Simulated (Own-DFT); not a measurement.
# Computed records: Hf32O63 (monoclinic hafnia with one vacancy, atoms displaced)

A calculation, not a measurement: plane-wave PBE density functional theory by an unreviewed code, no spin, of a simulated periodic cell, stress positive in tension, free energy of the whole cell less one offset for each atom, defect cell not probed for a lower state with spin; hafnium file: forces about 75 meV/angstrom off all-electron values; oxygen file: force components 24 meV/angstrom off all-electron in one glass; forces on such cells passed a denser k mesh, this cell's mesh not checked; offsets are fitted by least squares, one for each functional and potential file, so energies compare only between cells with the same atoms and settings and are not formation energies; the far tail of each file's local potential was reset to the Coulomb form; each entry is a single point on an unrelaxed cell, so the pressure reflects the starting lattice, mostly measured values, from which strain is counted, and rises with the displacements; printed positions are rounded, which can move forces by about a meV/angstrom; the program is a retired in-house code; no spin-orbit coupling; before rounding, a Quantum ESPRESSO 7.3.1 run of the same cell and cutoff gave forces within 1 meV/angstrom rms on each cell, which checks the program and not the settings. Program: Own-DFT development build.

Common to all runs: functional PBE; potential files PseudoDojo norm-conserving, scalar-relativistic, standard set; wave cutoff 72 hartree; occupations Fermi-Dirac; smearing width 0.1 eV; k mesh 2 x 2 x 2 centred on Gamma.

(1) Hf32O63 (monoclinic hafnia with one vacancy, atoms displaced)

```
cell vectors (Å)
  10.2340     0.0000     0.0000
   0.0000    10.3500     0.0000
  -1.6955     0.0000    10.4453
atoms (fractions of the cell vectors)
Hf  0.13710  0.02085  0.10434
Hf  0.36794  0.26591  0.14208
Hf  0.37390  0.48205  0.39978
Hf  0.13996  0.22801  0.35724
O   0.04223  0.16181  0.17518
O   0.46334  0.41877  0.07819
O   0.45951  0.32670  0.32260
O   0.04165  0.07872  0.42871
O   0.22631  0.37173  0.23142
O   0.27295  0.13921  0.01360
O   0.26412  0.11778  0.25490
O   0.21364  0.36825  0.47867
Hf  0.13597  0.02038  0.59565
Hf  0.35395  0.26934  0.64560
Hf  0.37000  0.47683  0.90147
Hf  0.14207  0.22922  0.85436
O   0.03914  0.17073  0.66843
O   0.46103  0.41276  0.57952
O   0.46166  0.33844  0.83193
O   0.04016  0.08315  0.91847
O   0.22710  0.36545  0.73791
O   0.27785  0.13138  0.51460
O   0.27100  0.12785  0.76906
O   0.22307  0.37784  0.98909
Hf  0.14105  0.52302  0.09650
Hf  0.36043  0.76732  0.14952
Hf  0.36414  0.98019  0.40156
Hf  0.13852  0.72791  0.35015
O   0.03387  0.66799  0.16764
O   0.46549  0.91085  0.07887
O   0.45155  0.83777  0.32177
O   0.04323  0.58367  0.42663
O   0.23079  0.88255  0.24580
O   0.26806  0.63232  0.00718
O   0.27337  0.62600  0.25694
O   0.23313  0.87160  0.48963
Hf  0.13425  0.52423  0.60370
Hf  0.36466  0.77723  0.64103
Hf  0.35212  0.98136  0.89592
Hf  0.14171  0.72773  0.85482
O   0.03722  0.66855  0.67430
O   0.46895  0.91105  0.57452
O   0.46699  0.83335  0.82945
O   0.03522  0.58771  0.92175
O   0.22272  0.88560  0.73531
O   0.26699  0.63197  0.50732
O   0.27173  0.62859  0.75920
O   0.22173  0.87218  0.98909
Hf  0.63019  0.02202  0.10252
Hf  0.86512  0.26707  0.13691
Hf  0.86766  0.48599  0.40084
Hf  0.63774  0.22039  0.35351
O   0.96828  0.42078  0.07481
O   0.95492  0.33594  0.31976
O   0.53006  0.08237  0.42301
O   0.71904  0.37641  0.24127
O   0.77531  0.12115  0.01045
O   0.77248  0.12341  0.26557
O   0.72713  0.37073  0.48395
Hf  0.63571  0.01467  0.60442
Hf  0.85522  0.27281  0.64139
Hf  0.86450  0.47349  0.89253
Hf  0.63450  0.23431  0.84827
O   0.54082  0.16870  0.67500
O   0.96212  0.41237  0.57984
O   0.96190  0.33279  0.82824
O   0.53788  0.07966  0.92714
O   0.72614  0.38303  0.73685
O   0.77628  0.14103  0.50559
O   0.77817  0.11819  0.76210
O   0.72387  0.36952  0.99591
Hf  0.62593  0.52260  0.09672
Hf  0.86207  0.76592  0.14390
Hf  0.85650  0.97717  0.39680
Hf  0.63581  0.73415  0.35382
O   0.54360  0.66658  0.17578
O   0.95974  0.91610  0.08039
O   0.96622  0.83951  0.33090
O   0.54358  0.58269  0.43141
O   0.71704  0.88307  0.24313
O   0.77274  0.62576  0.99926
O   0.77321  0.62186  0.25949
O   0.72784  0.87128  0.48784
Hf  0.64253  0.51832  0.60224
Hf  0.86314  0.78008  0.64453
Hf  0.86817  0.97712  0.90512
Hf  0.64203  0.73353  0.84318
O   0.53819  0.65902  0.66466
O   0.96504  0.91446  0.57315
O   0.96878  0.83396  0.82809
O   0.53948  0.58595  0.92323
O   0.73065  0.88162  0.74171
O   0.77088  0.62323  0.50100
O   0.77545  0.62899  0.76557
O   0.71680  0.87556  0.98602
```

```
free energy of cell above offsets : -90.506 eV
pressure                          : 5.75 GPa
stress xx                         : -6.56 GPa
stress yy                         : -5.03 GPa
stress zz                         : -5.65 GPa
stress yz                         : 0.06 GPa
stress xz                         : -0.48 GPa
stress xy                         : -0.8 GPa
```

Force:
```tsv
element	x (eV/Å)	y (eV/Å)	z (eV/Å)
Hf	0.396	-0.275	0.54
Hf	-1.2	0.585	1.532
Hf	-1.521	-1.359	-0.897
Hf	-0.857	0.574	-1.828
O	-2.102	0.85	-0.614
O	-0.572	-0.49	-0.049
O	0.625	0.225	0.721
O	-0.98	0.429	-1.727
O	-0.009	0.911	0.265
O	0.398	-1.625	-0.652
O	1.701	-0.003	1.312
O	1.075	1.191	1.537
Hf	-0.501	0.7	2.141
Hf	0.764	0.214	-0.271
Hf	-1.867	1.738	-1.423
Hf	-1.71	1.15	0.035
O	-0.476	-0.279	-0.091
O	0.26	0.343	-0.384
O	1.411	-1.459	-0.639
O	-0.548	-0.558	0.665
O	-0.707	2.392	-0.303
O	0.381	-0.528	-0.173
O	1.739	-1.327	-0.751
O	0.512	-0.329	-0.863
Hf	-0.674	-1.381	1.214
Hf	0.105	0.972	-1.034
Hf	-1.37	0.746	-2.509
Hf	-0.107	0.99	0.121
O	-0.067	0.291	0.616
O	-0.452	0.467	-0.324
O	2.641	-1.442	1.292
O	-1.223	-0.054	-0.56
O	-1.296	-0.429	-1.142
O	1.504	0.13	0.419
O	0.566	-1.008	0.516
O	-0.8	-0.175	0.167
Hf	0.647	-0.651	0.721
Hf	-1.29	-2.248	1.653
Hf	1.576	-0.701	0.188
Hf	-0.613	0.434	-0.425
O	-0.965	0.046	-0.682
O	1	0.631	0.34
O	-0.888	0.577	-1.005
O	-0.496	-0.438	-0.442
O	0.601	-0.397	0.347
O	1.486	-0.102	0.359
O	0.993	-1.379	-0.034
O	0.224	0.224	0.184
Hf	0.4	0.006	0.512
Hf	-0.753	1.299	1.881
Hf	-1.145	-1.806	-2.268
Hf	0.339	2.686	-0.871
O	-0.507	-0.82	-0.192
O	1.514	-0.756	0.457
O	0.826	-0.136	0.656
O	-0.131	0.254	-0.866
O	0.266	0.95	0.268
O	0.295	-0.825	-1.052
O	-0.758	0.383	0.841
Hf	1.11	2.209	0.623
Hf	1.182	-1.084	0.664
Hf	-0.408	1.863	1.193
Hf	0.716	-1.394	1.585
O	-0.918	-0.302	-0.607
O	1.043	1.349	-0.138
O	0.744	-0.724	-0.311
O	-1.039	0.919	-0.958
O	-0.651	-0.514	0.491
O	-0.434	-2.453	0.599
O	-0.288	0.411	-0.333
O	0.286	-0.399	-1.544
Hf	4.008	-0.649	1.927
Hf	-1.334	-0.347	-0.066
Hf	1.192	1.169	-1.227
Hf	0.549	-0.828	-0.818
O	-2.192	1.079	0.225
O	0.843	0.2	0.31
O	0.142	-0.863	-0.62
O	-1.566	0.211	-1.776
O	0.487	-0.502	-0.04
O	0.252	0.917	1.414
O	0.623	0.587	0.053
O	-1.02	0.167	0.79
Hf	0.381	-0.044	0.436
Hf	0.637	-2.153	1.112
Hf	-0.777	0.626	-1.428
Hf	-0.629	-0.302	2.244
O	-1.232	1.495	0.501
O	0.091	0.247	0.284
O	-0.303	0.238	-0.35
O	-1.308	-0.13	-0.839
O	-0.489	-0.029	-0.885
O	0.732	1.719	1.611
O	1.23	-1.135	-1.817
O	0.679	-0.957	0.269
```

(2) Hf32O63 (monoclinic hafnia with one vacancy, atoms displaced)

```
cell vectors (Å)
  10.2340     0.0000     0.0000
   0.0000    10.3500     0.0000
  -1.6955     0.0000    10.4453
atoms (fractions of the cell vectors)
Hf  0.13390  0.02715  0.10186
Hf  0.36756  0.27700  0.14533
Hf  0.36567  0.47909  0.40233
Hf  0.14489  0.23260  0.35018
O   0.03848  0.17014  0.16999
O   0.46651  0.41900  0.07144
O   0.47285  0.33562  0.32632
O   0.04405  0.08278  0.42027
O   0.22451  0.38156  0.23641
O   0.27411  0.12818  0.00386
O   0.27542  0.12314  0.25812
O   0.22264  0.36827  0.48952
Hf  0.13738  0.01907  0.60368
Hf  0.34539  0.26888  0.64241
Hf  0.36608  0.47645  0.90141
Hf  0.14601  0.23352  0.84800
O   0.03557  0.16517  0.67561
O   0.45970  0.41945  0.56862
O   0.47297  0.33525  0.82629
O   0.03481  0.08052  0.91994
O   0.22221  0.38236  0.74431
O   0.27715  0.13432  0.52523
O   0.26963  0.11714  0.76368
O   0.23028  0.37696  0.99341
Hf  0.13753  0.51690  0.10288
Hf  0.35900  0.77944  0.15279
Hf  0.35983  0.98773  0.39913
Hf  0.13675  0.72712  0.35798
O   0.03613  0.65979  0.16664
O   0.46355  0.91953  0.07862
O   0.46087  0.83078  0.32745
O   0.04204  0.58362  0.42533
O   0.22567  0.88316  0.24375
O   0.28320  0.62422  0.00977
O   0.27527  0.62340  0.25196
O   0.21996  0.86900  0.50078
Hf  0.14074  0.51753  0.60527
Hf  0.35638  0.77213  0.64197
Hf  0.36346  0.97668  0.90050
Hf  0.14854  0.73072  0.84730
O   0.04000  0.67399  0.67042
O   0.46572  0.92050  0.58521
O   0.46397  0.83187  0.82838
O   0.03840  0.59004  0.92892
O   0.22813  0.87716  0.73595
O   0.27607  0.62625  0.50792
O   0.26727  0.62720  0.76481
O   0.23761  0.87392  0.99024
Hf  0.63698  0.01747  0.11282
Hf  0.85869  0.27584  0.14704
Hf  0.85948  0.48099  0.39389
Hf  0.63403  0.23392  0.34842
O   0.53176  0.16595  0.17358
O   0.95680  0.40655  0.08124
O   0.95759  0.33226  0.31644
O   0.54383  0.08360  0.41749
O   0.77542  0.13082  0.01261
O   0.77236  0.12354  0.26373
O   0.71983  0.37315  0.49397
Hf  0.63326  0.02099  0.60994
Hf  0.86753  0.26855  0.65004
Hf  0.85583  0.47469  0.89340
Hf  0.64125  0.22458  0.84182
O   0.53429  0.15818  0.67852
O   0.95766  0.41888  0.57434
O   0.96136  0.32653  0.82089
O   0.53801  0.08100  0.91890
O   0.72279  0.37972  0.73783
O   0.77159  0.12738  0.50655
O   0.78443  0.12255  0.76402
O   0.72453  0.36895  0.98756
Hf  0.63112  0.52134  0.10357
Hf  0.85880  0.76841  0.13838
Hf  0.86173  0.98488  0.40029
Hf  0.63801  0.73240  0.35406
O   0.53884  0.66243  0.17303
O   0.96297  0.91044  0.07600
O   0.97272  0.82808  0.32448
O   0.54337  0.56725  0.42558
O   0.71434  0.88071  0.24434
O   0.78070  0.62966  0.00650
O   0.78204  0.61785  0.25647
O   0.71914  0.86957  0.49216
Hf  0.63344  0.51634  0.59486
Hf  0.85866  0.77023  0.64322
Hf  0.86478  0.98982  0.88979
Hf  0.64179  0.72450  0.85651
O   0.53481  0.67851  0.67557
O   0.95861  0.91630  0.57714
O   0.96217  0.83485  0.82962
O   0.53695  0.58540  0.92493
O   0.73119  0.88514  0.73929
O   0.77412  0.63111  0.51505
O   0.76796  0.62368  0.75691
O   0.72664  0.86833  0.99418
```

```
free energy of cell above offsets : -90.205 eV
pressure                          : 5.69 GPa
stress xx                         : -5.3 GPa
stress yy                         : -5.59 GPa
stress zz                         : -6.18 GPa
stress yz                         : 0.05 GPa
stress xz                         : -0.16 GPa
stress xy                         : 0.06 GPa
```

Force:
```tsv
element	x (eV/Å)	y (eV/Å)	z (eV/Å)
Hf	-0.502	-1.348	-0.483
Hf	-0.763	-0.982	-0.465
Hf	-0.594	1.087	-2.565
Hf	-2.243	-0.118	-1.053
O	-0.057	-0.046	0.4
O	-0.197	-1.118	1.185
O	-1.981	0.926	-0.57
O	-0.299	0.037	0.063
O	0.487	-0.965	1.254
O	0.007	1.23	1.044
O	0.546	0.301	0.977
O	-0.322	0.231	0.281
Hf	-1.072	-0.923	0.81
Hf	3.475	1.467	2.829
Hf	0.176	1.627	-1.253
Hf	-1.817	-1.091	2.227
O	0.527	-0.192	-0.707
O	-0.848	-1.821	2.043
O	-1.313	0.222	-0.693
O	1.329	1.239	-0.02
O	0.347	-0.493	-0.678
O	0.187	-1.878	-2.738
O	0.7	0.704	-0.973
O	-0.367	-1.465	-0.741
Hf	-0.429	1.889	-0.646
Hf	-0.099	-1.981	-1.71
Hf	1.222	-1.375	-0.116
Hf	0.388	0.14	-1.876
O	-0.663	0.694	0.914
O	0.675	0.025	0.907
O	0.206	0.628	1.351
O	-1.101	-1.185	0.003
O	-0.175	0.609	0.19
O	-0.084	0.693	0.293
O	0.208	-0.355	1.421
O	0.642	0.552	-1.654
Hf	-1.907	1.961	-0.248
Hf	1.66	-0.322	1.672
Hf	1.624	0.273	-1.087
Hf	-3.391	0.854	2.743
O	-0.15	-0.913	-0.72
O	-0.916	0.148	-1.358
O	-0.098	0.01	0.2
O	-0.716	-1.177	-1.033
O	-0.773	0.831	0.457
O	0.438	-0.185	0.575
O	2.557	-2.279	-1.732
O	-1.778	-0.841	0.299
Hf	0.993	0.812	-2.322
Hf	-1.675	-1.916	-1.019
Hf	0.305	-0.23	0.014
Hf	2.175	-0.59	1.364
O	-0.184	0.22	-0.384
O	2.397	2.438	-1.674
O	0.89	0.664	2.382
O	-2.37	-1.127	0.352
O	-0.016	-0.564	-0.123
O	0.349	-0.309	-0.199
O	0.509	-0.49	-1.221
Hf	1.769	-0.979	-1.079
Hf	-1.225	0.333	-1.775
Hf	0.877	1.103	0.598
Hf	-0.989	0.595	3.311
O	-1.423	1.22	-1.247
O	1.371	0.102	0.464
O	0.689	0.972	1.469
O	-0.104	0.012	0.512
O	0.18	-0.325	-0.021
O	0.745	0.274	0.963
O	-0.486	0.912	-1.642
O	-0.538	0.41	-0.003
Hf	2.622	0.244	-0.033
Hf	1.211	0.066	0.738
Hf	-0.1	-0.758	-0.605
Hf	0.261	-0.504	0.12
O	-0.95	1.225	0.743
O	1.246	1.279	0.203
O	-1.877	1.345	0.362
O	-0.493	2.07	-2.357
O	0.999	-0.687	0.434
O	-0.456	-0.942	0.01
O	-0.786	-0.065	0.648
O	0.238	0.099	-0.555
Hf	0.956	1.084	3.178
Hf	0.066	0.227	1.686
Hf	-0.603	-3.082	1.995
Hf	-0.565	1.812	-0.51
O	0.074	-1.461	-1.266
O	1.108	1.077	-0.313
O	0.814	-0.314	-0.576
O	-0.306	-0.458	-0.123
O	-0.846	-0.027	-0.116
O	0.235	-0.451	-1.376
O	0.845	-0.973	0.268
O	-0.674	0.332	-0.289
```

(3) Hf32O63 (monoclinic hafnia with one vacancy, atoms displaced)

```
cell vectors (Å)
  10.2340     0.0000     0.0000
   0.0000    10.3500     0.0000
  -1.6955     0.0000    10.4453
atoms (fractions of the cell vectors)
Hf  0.13726  0.02667  0.10274
Hf  0.36117  0.26910  0.14575
Hf  0.35570  0.47845  0.39196
Hf  0.13758  0.23367  0.35504
O   0.03563  0.15903  0.17173
O   0.46241  0.43192  0.07655
O   0.46223  0.33456  0.31900
O   0.04391  0.07837  0.42369
O   0.22202  0.37247  0.23855
O   0.27823  0.12627  0.01410
O   0.27712  0.13030  0.25567
O   0.22628  0.37356  0.49815
Hf  0.13354  0.01748  0.60885
Hf  0.35862  0.27442  0.65359
Hf  0.36395  0.47420  0.89789
Hf  0.12688  0.22272  0.85168
O   0.03902  0.16896  0.67891
O   0.47322  0.41881  0.57912
O   0.46576  0.33858  0.83150
O   0.03615  0.08844  0.92628
O   0.22276  0.37734  0.73276
O   0.26938  0.12512  0.50711
O   0.26558  0.11843  0.75655
O   0.22826  0.36562  0.99356
Hf  0.13687  0.51868  0.10217
Hf  0.35279  0.76890  0.13785
Hf  0.36136  0.98105  0.39552
Hf  0.13744  0.73297  0.36105
O   0.46919  0.90772  0.08012
O   0.47070  0.82737  0.32321
O   0.04135  0.58466  0.42735
O   0.21971  0.87812  0.23643
O   0.27358  0.62681  0.01282
O   0.26734  0.61463  0.25640
O   0.22675  0.86543  0.49550
Hf  0.13672  0.51646  0.60915
Hf  0.37257  0.77774  0.64533
Hf  0.36446  0.97174  0.90801
Hf  0.13338  0.71957  0.85527
O   0.03452  0.66710  0.67403
O   0.46862  0.91557  0.57513
O   0.45920  0.82854  0.82378
O   0.03483  0.58011  0.92135
O   0.22466  0.87912  0.73807
O   0.28125  0.63069  0.51497
O   0.27856  0.62411  0.76062
O   0.22852  0.87519  0.98264
Hf  0.63672  0.01482  0.10726
Hf  0.86425  0.26521  0.14762
Hf  0.86867  0.47470  0.40369
Hf  0.63493  0.23153  0.36649
O   0.54369  0.17169  0.17097
O   0.96310  0.41586  0.06949
O   0.95909  0.33599  0.31621
O   0.53203  0.08565  0.42923
O   0.71540  0.37755  0.24069
O   0.76924  0.12975  0.00658
O   0.78049  0.11568  0.27360
O   0.72453  0.38311  0.48645
Hf  0.63310  0.01822  0.59592
Hf  0.86766  0.26653  0.64799
Hf  0.86045  0.47776  0.89832
Hf  0.64138  0.22952  0.85993
O   0.54092  0.16880  0.66302
O   0.96581  0.41693  0.57366
O   0.96388  0.32442  0.81891
O   0.53418  0.08907  0.92930
O   0.72752  0.37821  0.74210
O   0.77635  0.13701  0.50570
O   0.77745  0.12329  0.76514
O   0.71359  0.37538  0.98526
Hf  0.63370  0.52325  0.11631
Hf  0.86387  0.77374  0.14192
Hf  0.85821  0.97713  0.39215
Hf  0.63199  0.73363  0.35824
O   0.53703  0.67030  0.17296
O   0.96105  0.91735  0.08458
O   0.96002  0.82644  0.31989
O   0.52194  0.58206  0.41429
O   0.73038  0.87856  0.23622
O   0.78121  0.63247  0.00976
O   0.78263  0.62035  0.25555
O   0.72787  0.87164  0.49125
Hf  0.64026  0.51498  0.60667
Hf  0.85889  0.76329  0.64567
Hf  0.86187  0.98529  0.89510
Hf  0.63214  0.73247  0.86067
O   0.54061  0.66498  0.68600
O   0.95543  0.91865  0.56400
O   0.96467  0.83198  0.82474
O   0.53172  0.58843  0.92346
O   0.73641  0.87948  0.74696
O   0.77252  0.63065  0.51339
O   0.75771  0.62390  0.75151
O   0.73202  0.86846  0.98760
```

```
free energy of cell above offsets : -90.049 eV
pressure                          : 6.16 GPa
stress xx                         : -6.28 GPa
stress yy                         : -5.79 GPa
stress zz                         : -6.41 GPa
stress yz                         : 0.44 GPa
stress xz                         : -1.06 GPa
stress xy                         : -0.64 GPa
```

Force:
```tsv
element	x (eV/Å)	y (eV/Å)	z (eV/Å)
Hf	0.501	-1.844	0.616
Hf	1.2	0.56	-0.667
Hf	0.641	0.662	1.089
Hf	0.204	-1.195	0.49
O	-1.214	1.559	0.625
O	-1.18	-1.804	0.959
O	0.027	0.059	1.216
O	-0.997	0.546	-0.868
O	-0.617	0.61	0.089
O	0.058	-0.327	-0.369
O	-0.119	-1.328	1.046
O	-0.157	-0.754	-1.144
Hf	0.671	-0.819	-0.966
Hf	1.513	-1.053	-1.262
Hf	-0.073	2.001	-0.188
Hf	3.614	1.372	1.187
O	-1.009	-0.799	-1.869
O	-1.85	-1.38	-0.09
O	0.522	-1.372	-0.857
O	-1.107	-1.312	0.324
O	-0.469	-0.019	1.568
O	1.064	0.565	0.417
O	1.153	0.307	0.895
O	-0.469	0.074	-0.804
Hf	0.033	0.409	0.797
Hf	0.328	-0.859	1.647
Hf	-1.14	-0.33	-0.274
Hf	-0.061	-0.775	-0.824
O	0.07	0.299	-0.181
O	-2.766	2.474	0.392
O	-0.554	-0.453	-0.252
O	0.892	0.569	0.289
O	-0.243	0.104	-0.272
O	-0.244	0.51	0.113
O	0.361	1.282	-0.871
Hf	1.841	2.392	-0.387
Hf	-2.162	-2.925	0.442
Hf	0.395	1.828	-3.047
Hf	1.059	2.106	-1.02
O	-0.109	-0.629	-0.157
O	0.292	0.545	-0.797
O	0.176	1.488	1.431
O	-0.56	-0.985	0.071
O	-0.048	-0.11	0.124
O	-0.167	-0.608	-0.354
O	-0.731	-0.899	0.609
O	-1.259	-1.186	1.207
Hf	0.644	1.31	-0.054
Hf	-1.645	0.811	-0.498
Hf	-1.138	2.431	-2.834
Hf	0.816	1.081	-2.554
O	-0.348	-0.586	0.463
O	-0.202	-0.992	0.774
O	1.216	-0.467	1.03
O	-0.454	-0.242	-1.429
O	0.837	-0.715	0.282
O	0.902	-0.137	1.207
O	-0.543	1.799	-2.083
O	-0.243	-1.348	0.539
Hf	1.819	0.473	2.606
Hf	-1.775	0.292	-0.726
Hf	-1.512	0.874	-0.682
Hf	-0.639	0.101	-1.134
O	-0.87	0.447	1.096
O	-0.129	-1.073	1.032
O	-0.778	1.988	1.524
O	-0.614	-0.787	-0.327
O	0.357	-0.197	-0.209
O	-0.236	-0.534	1.048
O	0.336	0.187	-0.601
O	1.017	-0.244	0.604
Hf	1.823	0.239	-1.514
Hf	-0.3	-2.113	0.311
Hf	1.608	-0.83	0.161
Hf	1.896	-2.434	-0.733
O	-0.853	0.681	0.011
O	1.778	1.65	-1.141
O	0.93	0.177	1.117
O	1.342	0.723	0.508
O	-1.204	-0.068	0.381
O	-0.141	-1.022	-0.444
O	-0.554	-0.27	1.269
O	-1.213	0.133	-0.549
Hf	-0.629	1.416	-0.133
Hf	-0.084	1.411	0.637
Hf	-0.354	-2.183	-0.161
Hf	1.412	-1.267	-0.494
O	-1.36	0.323	-2.111
O	0.97	-0.482	2.143
O	0.628	0.405	0.771
O	-0.098	-0.342	0.665
O	-1.251	0.669	-1.205
O	0.1	-0.476	-0.801
O	2.463	-0.708	1.777
O	-1.036	1.339	0.344
```
